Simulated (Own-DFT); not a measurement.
Simulation results for SiC (4H silicon carbide, atoms displaced)

All values are calculated (Own-DFT development build). A calculation, not a measurement: plane-wave PBE density functional theory by an unreviewed code, no spin, of a simulated periodic cell, stress positive in tension, free energy of the whole cell less one offset for each atom, forces on such cells passed a denser k mesh, this cell's mesh not checked; offsets are fitted by least squares, one for each functional and potential file, so energies compare only between cells with the same atoms and settings and are not formation energies; the far tail of each file's local potential was reset to the Coulomb form; each entry is a single point on an unrelaxed cell, so the pressure reflects the starting lattice, mostly measured values (interpolated for alloys), from which strain is counted, and rises with the displacements; printed positions are rounded, which can move forces by about a meV/angstrom; the program, named Own-DFT, is a retired in-house code; no spin-orbit coupling.

Settings shared by all entries: functional PBE; potential files PseudoDojo norm-conserving, scalar-relativistic, standard set; wave cutoff 42 hartree; occupations Fermi-Dirac; smearing width 0.1 eV; hardware one NVIDIA H200; k mesh 3 x 3 x 3 centred on Gamma.

(1) SiC (4H silicon carbide, atoms displaced)

```xyz
128
Lattice="12.3308 0.0000 0.0000 -6.1654 10.6788 0.0000 0.0000 0.0000 10.0681" Properties=species:S:1:pos:R:3 SiC
Si     0.0240     0.0265     4.1951
Si     0.0208     1.7635     1.5683
C      0.0331     0.0434     0.8957
C     -0.2238     1.7955     3.4072
Si    10.7901     2.6603     4.1406
Si    -1.6592     4.4641     1.5728
C     10.7708     2.6459     0.9770
C     -1.4957     4.4110     3.5324
Si    -3.0618     5.4057     4.0556
Si    -3.1262     7.1271     1.7584
C     -3.0531     5.3993     0.9135
C     -2.9786     7.1369     3.4803
Si    -4.5610     8.0492     4.0721
Si    -4.5710     9.8153     1.5683
C      7.7154     7.9674     1.0429
C     -4.6975     9.8672     3.4073
Si    -3.1855    10.6502     4.0610
Si     3.1658     1.8125     1.5695
C      3.1167     0.0219     0.9086
C      3.0599     1.7515     3.4829
Si     1.4761     2.6476     4.0915
Si     1.5787     4.4034     1.5835
C      1.4409     2.7427     0.9066
C      1.5584     4.4298     3.4276
Si    -0.1007     5.4588     4.2158
Si    -0.0162     7.1151     1.5648
C     -0.0067     5.3181     0.9860
C      0.0390     7.1205     3.3825
Si    -1.5244     8.1232     3.9549
Si    -1.4668     9.8352     1.5807
C     -1.5462     8.0667     0.8811
C     -1.4799     9.8192     3.4596
Si    -0.0340    10.6659     4.1345
Si     6.0695     1.8191     1.5442
C      0.0394    10.6023     0.9623
C      6.1272     1.8223     3.5348
Si     4.5436     2.5684     3.9660
Si     4.5706     4.5452     1.5265
C      4.5501     2.7094     0.9095
C      4.5599     4.5001     3.4406
Si     2.9734     5.3468     4.0866
Si     3.0409     7.0330     1.6425
C      3.0164     5.3383     0.9735
C      3.1189     7.0773     3.4495
Si     1.5036     7.9407     4.0888
Si     1.5227     9.8040     1.5518
C      1.5558     8.1247     1.0424
C      1.3625     9.7909     3.4465
Si     3.0830    10.6366     4.1229
Si     9.2693     1.7623     1.5602
C      3.1932    10.6142     0.9419
C      9.2381     1.8172     3.4628
Si     7.6546     2.5474     3.9252
Si     7.8055     4.5451     1.5709
C      7.7394     2.5669     0.9163
C      7.7382     4.4574     3.4238
Si     6.1203     5.2525     4.0364
Si     6.2169     7.1059     1.6023
C      6.1208     5.4331     0.9553
C      6.0888     7.0077     3.4320
Si     4.5404     8.0710     4.1408
Si     4.6334     9.7645     1.6004
C      4.5079     8.0517     0.9969
C      4.5392     9.8147     3.3894
Si     0.0638     0.0317     9.1060
Si     6.2005     8.8208     6.6870
C      0.0792     0.0255     6.0120
C      6.2185     8.9469     8.5132
Si    -4.6531     8.0709     9.1589
Si     7.7041     6.2100     6.5498
C     -4.5856     8.0145     5.9263
C      7.6232     6.2419     8.4945
Si     9.1635     5.3889     9.2981
Si     9.2614     3.6659     6.5458
C      9.2406     5.3084     5.9403
C      9.2841     3.6058     8.3426
Si    10.6849     2.7062     9.1350
Si    10.7792     0.9189     6.5945
C     -1.4504     2.6953     5.9172
C     10.7931     0.7887     8.3698
Si     3.0426    10.6427     9.0791
Si     3.0447     8.8557     6.4881
C      3.0675    10.6739     5.8579
C      3.0685     8.9570     8.4375
Si     4.6162     8.0592     9.1974
Si     4.6646     6.2145     6.4661
C      4.4914     8.0528     5.9625
C      4.7460     6.2639     8.5422
Si     6.1886     5.2899     9.1374
Si     6.2056     3.4930     6.6696
C      6.1558     5.2525     6.0121
C      6.2715     3.4493     8.4966
Si     7.6179     2.6311     9.0614
Si     7.6466     0.7364     6.6100
C      7.7816     2.7434     5.9476
C      7.6880     0.8936     8.4837
Si     6.1370     0.0729     9.1386
Si     0.0380     8.8626     6.5653
C     -0.0310    10.5988     6.0074
C      0.0529     8.9666     8.4463
Si     1.5045     7.9704     9.2834
Si     1.5895     6.2458     6.6244
C      1.5970     7.9696     6.0255
C      1.5580     6.3226     8.4628
Si     3.0121     5.3302     9.1363
Si     3.1444     3.5661     6.4856
C      2.9487     5.1249     5.9531
C      3.0873     3.5621     8.5180
Si     4.6356     2.6084     9.1436
Si     4.6496     0.8379     6.6896
C      4.6234     2.6749     5.9260
C      4.6406     0.9572     8.4762
Si    -3.0477    10.6289     9.1441
Si    -3.0749     8.7944     6.5605
C      3.0093     0.0062     5.9751
C     -3.1108     8.8781     8.6155
Si    -1.6404     7.9325     9.0988
Si    -1.5882     6.3054     6.6208
C     -1.5230     8.1124     6.0259
C     -1.4735     6.1560     8.6314
Si     0.0982     5.3479     9.0367
Si     0.0448     3.5245     6.5773
C      0.0553     5.2041     5.9847
C      0.0062     3.6228     8.5600
Si     1.6444     2.7273     9.1613
Si     1.5007     1.0152     6.6972
C      1.5485     2.6618     5.9540
C      1.4902     0.8565     8.5798
```

- free energy of cell above offsets: -4.885 eV
- pressure: 6.19 GPa
- stress xx: -5.58 GPa
- stress yy: -5.53 GPa
- stress zz: -7.46 GPa
- stress yz: 0 GPa
- stress xz: -0.32 GPa
- stress xy: 0.26 GPa
- wall time: 550.2 s

Force:
| element | x (eV/Å) | y (eV/Å) | z (eV/Å) |
| --- | --- | --- | --- |
| Si | -2.146 | 0.448 | -1.931 |
| Si | -1.282 | 0.666 | -0.446 |
| C | -0.012 | -1.487 | 0.886 |
| C | 5.097 | -1.813 | 0.559 |
| Si | -2.381 | 1.132 | -0.95 |
| Si | 3.923 | -1.066 | 0.851 |
| C | -0.361 | 0.907 | -1.107 |
| C | -1.654 | 1.9 | -1.151 |
| Si | 0.096 | -2.788 | 1.032 |
| Si | 1.675 | 0.907 | -5.435 |
| C | -0.97 | 0.508 | 4.248 |
| C | -1.403 | 0.819 | 1.964 |
| Si | -2.248 | -0.781 | -0.672 |
| Si | -1.211 | 0.08 | -0.962 |
| C | 0.235 | 1.363 | -0.882 |
| C | 0.813 | -1.613 | 0.745 |
| Si | 1.981 | 0.745 | 1.249 |
| Si | -3.74 | -0.84 | 0.112 |
| C | 0.797 | 0.242 | 1.363 |
| C | -1.568 | -0.834 | -1.468 |
| Si | -0.386 | 0.61 | -0.838 |
| Si | -2.564 | 1.199 | 0.585 |
| C | 2.626 | -1.848 | 1.202 |
| C | -1.507 | -0.1 | 1.005 |
| Si | 1.63 | -2.514 | -2.905 |
| Si | -0.052 | -0.043 | -1.499 |
| C | 0.243 | 0.479 | -1.049 |
| C | -1.789 | 0.242 | 2.407 |
| Si | 1.694 | -1.829 | 2.366 |
| Si | -1.393 | -1.302 | -0.713 |
| C | -0.462 | -0.896 | 2.389 |
| C | -2.737 | 1.072 | -0.598 |
| Si | 0.121 | 1.312 | 0.175 |
| Si | 2.26 | -0.964 | 0.643 |
| C | -1.168 | 3.248 | -1.269 |
| C | -1.604 | -2.365 | -2.606 |
| Si | 1.274 | 3.481 | 2.947 |
| Si | 0.867 | -0.731 | 1.215 |
| C | 1.919 | 0.765 | 0.328 |
| C | -0.374 | -1.932 | -0.447 |
| Si | 1.46 | -1.194 | -0.022 |
| Si | 0.228 | 2.537 | -1.222 |
| C | 0.396 | 0.097 | -1.467 |
| C | -1.659 | 0.743 | 1.807 |
| Si | 1.031 | 1.571 | -0.438 |
| Si | 2.091 | 1.323 | 1.549 |
| C | -0.434 | -4.086 | -0.703 |
| C | 3.353 | -0.828 | 0.525 |
| Si | -1.755 | 1.467 | -3.461 |
| Si | 0.171 | -1.283 | 0.45 |
| C | -2.717 | 1.636 | -0.646 |
| C | 0.159 | -1.682 | -0.404 |
| Si | 2.391 | 3.632 | 3.425 |
| Si | -2.838 | -2.205 | -0.094 |
| C | -1.352 | 2.186 | -0.265 |
| C | -0.222 | -0.021 | 0.072 |
| Si | 0.832 | 0.224 | 0.939 |
| Si | -2.677 | 1.364 | -0.074 |
| C | 1.343 | -2.513 | -0.914 |
| C | 1.264 | 2.428 | 1.898 |
| Si | 1.565 | -0.905 | -2.36 |
| Si | 0.797 | 0.586 | -1.24 |
| C | 2.094 | -1.717 | -0.268 |
| C | 1.807 | -0.72 | 2.93 |
| Si | -3.148 | -0.64 | 0.373 |
| Si | -0.768 | 1.9 | -1.582 |
| C | -1.571 | -0.937 | 0.523 |
| C | -0.966 | -0.646 | 0.842 |
| Si | 0.019 | -1.993 | 0.664 |
| Si | -0.327 | -0.511 | 0.863 |
| C | -1.047 | -1.277 | 0.429 |
| C | 2.04 | 0.64 | 0.233 |
| Si | 1.282 | -0.679 | -6.981 |
| Si | 0.764 | -3.201 | -0.265 |
| C | 0.247 | 3.531 | -0.56 |
| C | -1.704 | 0.241 | 3.87 |
| Si | 1.983 | -0.754 | -0.806 |
| Si | 0.214 | -0.415 | -1.573 |
| C | -1.568 | -0.482 | 1.948 |
| C | -0.373 | 1.809 | 3.029 |
| Si | 1.19 | 0.728 | 0.675 |
| Si | -0.048 | 2.88 | 3.509 |
| C | -0.036 | -0.599 | 3.355 |
| C | -0.175 | -2.306 | 0.37 |
| Si | -0.288 | -0.243 | -1.163 |
| Si | -1.57 | -0.556 | 2.636 |
| C | 4.031 | -1.903 | -0.125 |
| C | -2.74 | -0.51 | -1.256 |
| Si | -0.496 | 0.358 | -0.112 |
| Si | -0.052 | -0.084 | -2.409 |
| C | 0.529 | 1.017 | -1.492 |
| C | -5.08 | 2.907 | 0.252 |
| Si | 5.587 | -1.032 | 1.503 |
| Si | 1.807 | 3.134 | -0.539 |
| C | -1.576 | -2.277 | -0.74 |
| C | -0.089 | -0.733 | -0.011 |
| Si | 1.003 | -2.093 | -0.299 |
| Si | 0.304 | 0.146 | 2.05 |
| C | -0.082 | 0.783 | -0.796 |
| C | -1.355 | -1.164 | 1.363 |
| Si | 0.676 | 2.648 | -2.79 |
| Si | -0.783 | -1.841 | -0.376 |
| C | -2.245 | -0.61 | -2.621 |
| C | 0.365 | -1.346 | 0.994 |
| Si | 2.17 | 1.052 | -0.582 |
| Si | -0.769 | -4.469 | 3.138 |
| C | 1.679 | 7.38 | -1.137 |
| C | 1.582 | 0.285 | -1.18 |
| Si | -0.265 | 2.63 | -1.069 |
| Si | -1.561 | 0.862 | -3.169 |
| C | 1.045 | -1.406 | 0.367 |
| C | -0.868 | -2.112 | 1.541 |
| Si | -0.72 | 1.305 | -0.816 |
| Si | -0.81 | 3.658 | 1.938 |
| C | 0.907 | -0.505 | 0.763 |
| C | -0.002 | -0.242 | -2.647 |
| Si | 2.839 | 1.096 | 0.586 |
| Si | 1.025 | -1.995 | 0.826 |
| C | 0.409 | -2.508 | -2.321 |
| C | -2.426 | 1.378 | -2.304 |
| Si | -1.124 | -0.036 | 2.693 |
| Si | -0.394 | -0.391 | 1.939 |
| C | -0.841 | 4.57 | 1.029 |
| C | 0.598 | -2.324 | -1.696 |
| Si | -3.216 | -1.248 | -0.648 |
| Si | 1.151 | -2.619 | -0.54 |
| C | 0.448 | 0.358 | 0.169 |
| C | 3.62 | 2.378 | -1.222 |

(2) SiC (4H silicon carbide, atoms displaced)

```xyz
128
Lattice="12.3308 0.0000 0.0000 -6.1654 10.6788 0.0000 0.0000 0.0000 10.0681" Properties=species:S:1:pos:R:3 SiC
Si    12.3225     0.0060     4.1273
Si    -0.0258     1.7370     1.6773
C      6.1809    10.6087     0.9142
C     -0.0641     1.7620     3.4990
Si    -1.5170     2.7629     4.0997
Si    -1.4838     4.6181     1.6441
C     -1.5667     2.8711     0.8739
C     -1.7255     4.3759     3.4063
Si    -2.9544     5.3197     4.1265
Si    -3.1748     7.1873     1.5854
C     -3.0655     5.4065     0.9910
C     -3.0377     7.1726     3.4451
Si     7.6605     8.0379     4.1094
Si    -4.6856     9.8352     1.5409
C     -4.6305     8.0577     0.9894
C     -4.6769     9.7347     3.4835
Si     3.0243     0.0236     4.0648
Si     3.0779     1.9054     1.6000
C      3.1116     0.0165     0.8518
C      3.1836     1.8075     3.4497
Si     1.5355     2.6800     3.9970
Si     1.4928     4.4634     1.4411
C      1.5702     2.7264     0.9062
C      1.5616     4.4670     3.4107
Si     0.0570     5.3975     4.1077
Si     0.0525     7.1102     1.6215
C     -0.0551     5.3257     0.8730
C      0.0875     7.0734     3.5758
Si    -1.4686     7.9491     3.9831
Si    -1.5962     9.7487     1.5254
C     -1.5746     7.8839     0.9699
C     -1.4410     9.7258     3.4510
Si     6.1873     0.0025     4.1365
Si     6.0874     1.8205     1.5624
C      6.1750     0.0093     0.9005
C      6.1313     1.7390     3.5002
Si     4.6108     2.6407     4.0422
Si     4.5864     4.4360     1.5697
C      4.6163     2.6446     0.9781
C      4.6205     4.5332     3.4948
Si     3.0521     5.3888     3.9518
Si     3.0401     7.0568     1.7120
C      3.1746     5.3918     1.0002
C      3.1166     7.2311     3.3893
Si     1.4897     8.0778     4.0815
Si     1.6387     9.8435     1.6049
C      1.5309     8.0383     0.9538
C      1.5212     9.7019     3.4865
Si     9.2352     0.1140     4.1080
Si     9.2629     1.8102     1.4783
C      9.2206     0.0799     1.0587
C      9.2123     1.7425     3.3698
Si     7.7453     2.7126     4.1026
Si     7.8218     4.4619     1.4961
C      7.6752     2.7339     1.0203
C      7.6464     4.3929     3.5493
Si     6.2529     5.2673     4.0416
Si     6.1413     7.0933     1.6781
C      6.2099     5.2688     0.9458
C      6.0882     7.0783     3.3860
Si     4.5815     8.0228     4.0632
Si     4.6129     9.7982     1.4165
C      4.5117     8.0200     0.9579
C      4.6499     9.6942     3.5072
Si    -6.1093    10.6648     9.0433
Si     6.1173     8.9297     6.5911
C      6.1113    10.6565     5.8955
C      6.2215     8.9819     8.4912
Si     7.6567     7.9558     9.1235
Si     7.7540     6.2909     6.5786
C     -4.6528     8.0775     6.0188
C      7.7272     6.2158     8.5548
Si     9.2543     5.1984     9.0263
Si     9.1748     3.6161     6.5884
C      9.1797     5.4123     5.9674
C      9.3408     3.5819     8.4527
Si    10.7430     2.6736     9.0601
Si    10.7882     0.9161     6.4907
C     10.7493     2.6644     5.9277
C     10.7381     0.9111     8.4967
Si     3.1182    10.6773     9.1285
Si     2.9779     8.8427     6.5714
C      9.2477     0.0400     5.9762
C      3.0571     8.8858     8.5041
Si     4.6426     8.0839     9.1781
Si     4.6653     6.2324     6.5713
C      4.6690     8.0578     5.8745
C      4.5742     6.2867     8.5070
Si     6.1208     5.3279     9.0872
Si     6.2269     3.4187     6.6445
C      6.0900     5.3448     5.9514
C      6.2124     3.5179     8.4313
Si     7.7502     2.6636     9.0859
Si     7.7512     0.8916     6.5591
C      7.6811     2.5654     5.9202
C      7.7804     0.9755     8.5027
Si     0.1267    10.6329     9.2722
Si     0.0369     8.8715     6.6042
C      6.1789     0.0066     5.9435
C     -0.1383     9.0000     8.5090
Si     1.5398     7.9890     9.0402
Si     1.4504     6.2350     6.6909
C      1.4435     8.0577     5.9980
C      1.5917     6.4035     8.5494
Si     3.0908     5.3029     9.0332
Si     3.1097     3.4904     6.6964
C      3.0535     5.2791     6.0680
C      3.0288     3.5459     8.5034
Si     4.6016     2.6247     9.1210
Si     4.6416     0.9172     6.5387
C      4.6357     2.5909     5.9802
C      4.6388     0.9215     8.5087
Si    -3.1828    10.6747     9.2049
Si    -3.0543     8.8642     6.5081
C     -3.1560    10.6781     5.8738
C     -3.1485     8.9673     8.5262
Si    -1.4323     8.0231     9.1070
Si    -1.4577     6.2730     6.5931
C     -1.5725     8.0389     5.9642
C     -1.5431     6.2568     8.5406
Si    -0.0889     5.3486     9.1464
Si     0.0462     3.4937     6.5642
C     -0.0261     5.3914     6.0325
C      0.0373     3.6305     8.4979
Si     1.5157     2.7174     9.1338
Si     1.5789     0.8580     6.6438
C      1.5954     2.6821     6.0364
C      1.5194     0.8259     8.5568
```

* free energy of cell above offsets: -5.557 eV
* pressure: 6.27 GPa
* stress xx: -4.72 GPa
* stress yy: -7.52 GPa
* stress zz: -6.58 GPa
* stress yz: -0.42 GPa
* stress xz: 0.61 GPa
* stress xy: 0.85 GPa
* wall time: 535.2 s

Force:
| element | x (eV/Å) | y (eV/Å) | z (eV/Å) |
| --- | --- | --- | --- |
| Si | -0.795 | -1.592 | -1.927 |
| Si | -0.43 | 1.147 | -3.354 |
| C | -1.317 | 2.535 | -0.791 |
| C | 1.342 | 0.812 | 0.153 |
| Si | -1.687 | -3.081 | -0.728 |
| Si | -2.853 | -2.23 | -2.168 |
| C | 0.457 | -2.636 | 1.058 |
| C | 5.09 | 1.265 | 0.724 |
| Si | -5.222 | 2.484 | -0.053 |
| Si | 1.316 | -1.221 | -0.358 |
| C | 0.564 | -0.263 | -1.428 |
| C | -1.067 | -1.429 | 0.798 |
| Si | 0.157 | -1.631 | -0.225 |
| Si | 2.188 | -1.295 | 1.068 |
| C | -1.733 | -0.321 | -0.947 |
| C | 0.608 | 2.465 | -1.15 |
| Si | 1.374 | -1.37 | -1.031 |
| Si | 0.237 | -2.502 | -1.095 |
| C | -1.419 | 0.786 | 4.677 |
| C | -3.736 | -0.969 | -0.632 |
| Si | 0.944 | -0.13 | 1.882 |
| Si | 1.349 | 0.851 | 1.536 |
| C | -1.098 | -1.278 | 1.149 |
| C | -1.595 | -0.281 | -0.599 |
| Si | -0.36 | -2.451 | 0.913 |
| Si | -0.744 | 0.653 | -0.96 |
| C | 2.251 | 1.573 | 1.983 |
| C | -1.056 | 0.525 | -2.612 |
| Si | -1.2 | 1.628 | 1.905 |
| Si | 1.51 | -0.169 | 0.532 |
| C | 1.095 | 2.031 | -0.309 |
| C | -1.817 | 1.099 | -0.391 |
| Si | -0.242 | -0.564 | -1.705 |
| Si | 2.172 | -1.253 | 1.071 |
| C | 0.262 | -0.038 | 4.061 |
| C | 0.927 | 0.931 | -0.933 |
| Si | 1.804 | 2.218 | 1.872 |
| Si | 2.287 | 0.035 | 0.815 |
| C | -0.743 | 1.623 | -1.374 |
| C | -0.074 | -2.097 | -0.999 |
| Si | 1.123 | 0.079 | 3.058 |
| Si | 0.115 | 2.332 | -5.657 |
| C | -2.754 | -1.439 | -2.022 |
| C | -2.333 | -1.621 | 4.708 |
| Si | 2.079 | -1.809 | 1.116 |
| Si | -3.047 | -1.617 | 0.506 |
| C | 0.394 | -0.289 | -0.15 |
| C | 0.562 | 3.95 | -0.496 |
| Si | 0.599 | -3.568 | -0.729 |
| Si | -0.227 | 2.34 | 1.497 |
| C | 1.9 | -1.015 | -3.345 |
| C | 0.994 | 2.26 | 1.067 |
| Si | -1.099 | -2.284 | -1.46 |
| Si | -2.053 | 0.327 | 2.248 |
| C | 0.512 | -1.765 | -2.395 |
| C | 3.887 | 0.996 | -2.301 |
| Si | -3.376 | 2.336 | 1.651 |
| Si | -0.012 | 0.279 | -4.645 |
| C | -0.842 | 1.082 | -0.324 |
| C | 1.473 | 0.118 | 4.28 |
| Si | 1.64 | -0.709 | -0.14 |
| Si | -0.136 | -0.592 | 3.744 |
| C | 1.479 | -0.531 | -0.062 |
| C | -0.566 | 3.863 | -1.78 |
| Si | -2.37 | 1.307 | 1.768 |
| Si | 0.519 | -0.007 | 0.131 |
| C | 1.158 | 1.248 | 2.84 |
| C | -1.802 | -2.538 | -0.504 |
| Si | 1.829 | 1.386 | 0.661 |
| Si | -3.033 | -0.145 | 1.04 |
| C | -0.022 | -0.946 | -1.155 |
| C | -0.431 | -0.91 | -1.611 |
| Si | 0.078 | 5.347 | 2.954 |
| Si | 0.713 | -0.818 | -0.809 |
| C | 2.847 | -1.228 | 0.156 |
| C | -2.39 | -2.004 | -1.264 |
| Si | 2.721 | 0.089 | 1.25 |
| Si | -0.376 | -0.832 | 1.932 |
| C | 0.508 | 1.512 | 0.682 |
| C | 2.015 | -0.384 | -0.885 |
| Si | -1.167 | 0.158 | -0.018 |
| Si | 2.732 | 1.586 | 0.352 |
| C | -0.146 | -1.149 | -0.288 |
| C | 0.484 | 0.995 | -0.625 |
| Si | -0.601 | -1.255 | -0.811 |
| Si | -1.831 | 0.455 | 0.392 |
| C | -2.039 | -1.347 | 2.163 |
| C | 1.442 | -0.395 | -0.609 |
| Si | 0.665 | 0.064 | 0.48 |
| Si | -1.902 | 2.228 | -2.215 |
| C | 3.02 | -1.266 | 0.082 |
| C | -0.765 | 0.491 | 2.073 |
| Si | -0.603 | 1.16 | 1.69 |
| Si | -1.029 | -1.069 | 1.471 |
| C | 1.371 | 2.222 | 1.021 |
| C | -0.425 | -2.56 | -0.337 |
| Si | -1.832 | 2.515 | -4.84 |
| Si | -3.502 | 2.729 | 0.719 |
| C | 0.342 | -0.582 | 1.473 |
| C | 4.552 | -0.931 | -1.356 |
| Si | -0.791 | 4.612 | 3.567 |
| Si | 2.59 | 0.035 | -0.799 |
| C | 2.08 | -2.384 | -1.114 |
| C | -1.545 | -6.688 | -1.364 |
| Si | -0.103 | 2.214 | 1.76 |
| Si | 0.544 | 1.096 | -2.305 |
| C | -0.371 | 1.424 | -1.391 |
| C | 1.176 | -0.127 | 1.113 |
| Si | 0.778 | 0.43 | 0.09 |
| Si | -0.603 | -2.35 | 1.912 |
| C | -0.171 | 2.206 | -0.665 |
| C | -0.398 | -1.496 | -0.291 |
| Si | 2.881 | -0.037 | -3.564 |
| Si | -1.37 | 2.085 | 2.432 |
| C | 1.677 | -0.15 | 1.684 |
| C | 1.078 | -2.054 | -0.896 |
| Si | -4.77 | -0.577 | 1.635 |
| Si | -3.022 | 0.408 | 1.282 |
| C | 2.124 | -1.202 | -1.038 |
| C | -0.304 | -0.504 | -1.688 |
| Si | 1.563 | 0.935 | -1.441 |
| Si | -0.896 | 1.575 | 1.127 |
| C | 0.743 | -2.255 | -1.663 |
| C | -0.992 | -1.294 | -0.816 |
| Si | -0.335 | -1.585 | -0.456 |
| Si | -1.129 | 0.148 | -0.602 |
| C | -0.762 | -1.252 | -1.75 |
| C | 0.536 | 3.078 | -1.562 |
